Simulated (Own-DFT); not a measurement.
# Computed records: InGa₃P₄ (zincblende random alloy, strained, atoms displaced)

Computed with Own-DFT development build. A calculation, not a measurement: plane-wave PBE density functional theory by an unreviewed code, no spin, of a simulated periodic cell, stress positive in tension, free energy of the whole cell less one offset for each atom, forces on such cells passed a denser k mesh, this cell's mesh not checked; offsets are fitted by least squares, one for each functional and potential file, so energies compare only between cells with the same atoms and settings and are not formation energies; the far tail of each file's local potential was reset to the Coulomb form; each entry is a single point on an unrelaxed cell, so the pressure reflects the starting lattice, mostly measured values, from which strain is counted, and rises with the displacements; printed positions are rounded, which can move forces by about a meV/angstrom; the program is a retired in-house code; no spin-orbit coupling.

## InGa₃P₄ (zincblende random alloy, strained, atoms displaced)

```
InGa3P4
1.0
     11.3066     0.0000     0.0000
      0.0000    11.3066     0.0000
      0.0000     0.0000    10.8940
Ga P Ga In Ga P In Ga P In Ga In Ga P Ga P Ga P In Ga In P Ga In Ga P
4 4 1 1 2 4 1 3 4 1 1 1 1 4 4 4 4 4 1 2 1 4 1 2 1 4
Direct
  0.99813 0.00308 0.00112
  0.99953 0.25984 0.25755
  0.25765 0.99838 0.24008
  0.24393 0.25674 0.00535
  0.13042 0.12299 0.12509
  0.12347 0.37721 0.36733
  0.38428 0.12838 0.37153
  0.37770 0.37931 0.13050
  0.00451 0.00031 0.50072
  0.00403 0.25537 0.75580
  0.25298 0.00166 0.75337
  0.24493 0.25399 0.49548
  0.12243 0.11951 0.62545
  0.12495 0.37798 0.87299
  0.37232 0.12371 0.87021
  0.37885 0.37431 0.63151
  0.99732 0.49743 0.99315
  0.00027 0.75068 0.24692
  0.24723 0.49671 0.25093
  0.25829 0.74948 0.99630
  0.11584 0.62542 0.12975
  0.12742 0.87362 0.37551
  0.37002 0.62758 0.36809
  0.38635 0.86927 0.12217
  0.99991 0.49927 0.50117
  0.00487 0.75043 0.75685
  0.24614 0.49696 0.74687
  0.25079 0.74951 0.49822
  0.12586 0.62185 0.62179
  0.13652 0.86902 0.88017
  0.37874 0.62020 0.87820
  0.38415 0.87037 0.62144
  0.50575 0.00210 0.99676
  0.49051 0.25394 0.25181
  0.75678 0.99713 0.24871
  0.75204 0.24790 0.00308
  0.62582 0.12614 0.11585
  0.62128 0.37695 0.37321
  0.88347 0.12156 0.37975
  0.87333 0.37069 0.12131
  0.50174 0.00243 0.50652
  0.49871 0.25087 0.76176
  0.74196 0.98929 0.75381
  0.74977 0.24275 0.50252
  0.62088 0.13091 0.63258
  0.62073 0.38248 0.87658
  0.87176 0.12735 0.87888
  0.87108 0.37100 0.62490
  0.50460 0.50327 0.00106
  0.49895 0.75194 0.25060
  0.75538 0.50310 0.24460
  0.75454 0.74857 0.99513
  0.62071 0.62896 0.12619
  0.62318 0.87720 0.36916
  0.87244 0.62912 0.37784
  0.86622 0.86985 0.12997
  0.48955 0.50454 0.49770
  0.49874 0.75170 0.74961
  0.75366 0.50692 0.75017
  0.74329 0.74425 0.50814
  0.63398 0.62214 0.62251
  0.62413 0.87837 0.87839
  0.87895 0.62684 0.87334
  0.87107 0.87546 0.62773
```

Settings of this run: functional PBE, potential files PseudoDojo norm-conserving, scalar-relativistic, standard set, wave cutoff 42 hartree, occupations Fermi-Dirac, smearing width 0.1 eV and k mesh 3 x 3 x 3 centred on Gamma.

Results for InGa₃P₄ (zincblende random alloy, strained, atoms displaced): free energy of cell above offsets -29.662 eV; pressure 2.99 GPa; stress xx -2.21 GPa; stress yy -2.31 GPa; stress zz -4.44 GPa; stress yz 0.01 GPa; stress xz -0.32 GPa; stress xy 0 GPa.

Force:
```
element  x (eV/Å)  y (eV/Å)  z (eV/Å)
     Ga     0.039    -0.444     0.234
     Ga    -0.292    -1.321    -0.897
     Ga     0.199    -0.098     0.723
     Ga     0.698    -0.325    -0.156
      P    -0.764     0.411     0.206
      P     1.003    -0.503     0.405
      P    -1.337    -0.742     0.669
      P    -1.428    -0.764    -0.047
     Ga    -0.195    -0.705     0.114
     In    -0.907    -1.318    -0.833
     Ga    -0.136    -0.684    -0.824
     Ga     0.651    -0.587      0.23
      P     1.198    -0.025    -0.402
      P     1.399    -0.909     1.601
      P     0.135     0.453     1.202
      P     0.454    -0.955    -1.481
     In     0.181     0.194     1.145
     Ga    -0.391     0.269      0.81
     Ga     0.051     0.648    -0.524
     Ga    -0.067     -0.62     0.882
      P     1.761     0.364    -0.118
      P      0.03     0.291    -0.414
      P     0.077    -0.136     0.427
      P    -0.745     0.707    -0.399
     In    -0.732    -0.212    -0.428
     Ga     0.119     0.296    -0.749
     In     0.951     0.728     0.203
     Ga     0.006     0.119     0.061
      P     0.016     2.459     0.315
      P    -0.987     0.891    -0.368
      P    -1.582     1.108    -0.238
      P    -2.252     1.637     -1.05
     Ga    -0.588     0.178      0.12
     Ga     1.443    -0.053    -0.336
     Ga    -0.741     0.727     0.249
     Ga     -0.59     0.235    -0.466
      P    -0.149     0.103     1.302
      P     0.392    -0.037      0.08
      P    -0.702     0.415    -0.498
      P    -0.503    -0.312     1.117
     Ga     0.296     0.155    -0.665
     Ga     0.161     0.151    -0.522
     Ga     0.631     1.345     -0.42
     Ga    -0.321     0.377    -0.342
      P     0.382    -0.689      0.01
      P     1.338    -2.469    -0.461
      P    -0.452    -1.202     0.052
      P    -0.396    -0.667    -0.659
     In    -0.596    -0.286     0.933
     Ga     0.382    -0.204     0.226
     Ga    -0.621    -0.053     0.507
     In     -0.99    -0.056     0.379
      P     1.051     0.256     1.611
      P     0.272    -0.006     1.007
      P    -0.498     0.557    -0.946
      P     2.284     1.253     0.305
     Ga     0.787    -0.332    -0.001
     In     0.999    -0.998     0.415
     In     0.004    -1.352     0.107
     Ga     0.714     1.229    -1.255
      P    -2.366     0.255    -1.147
      P    -0.223     0.563    -0.075
      P     0.937     0.961    -0.882
      P     0.511    -0.274    -0.041
```
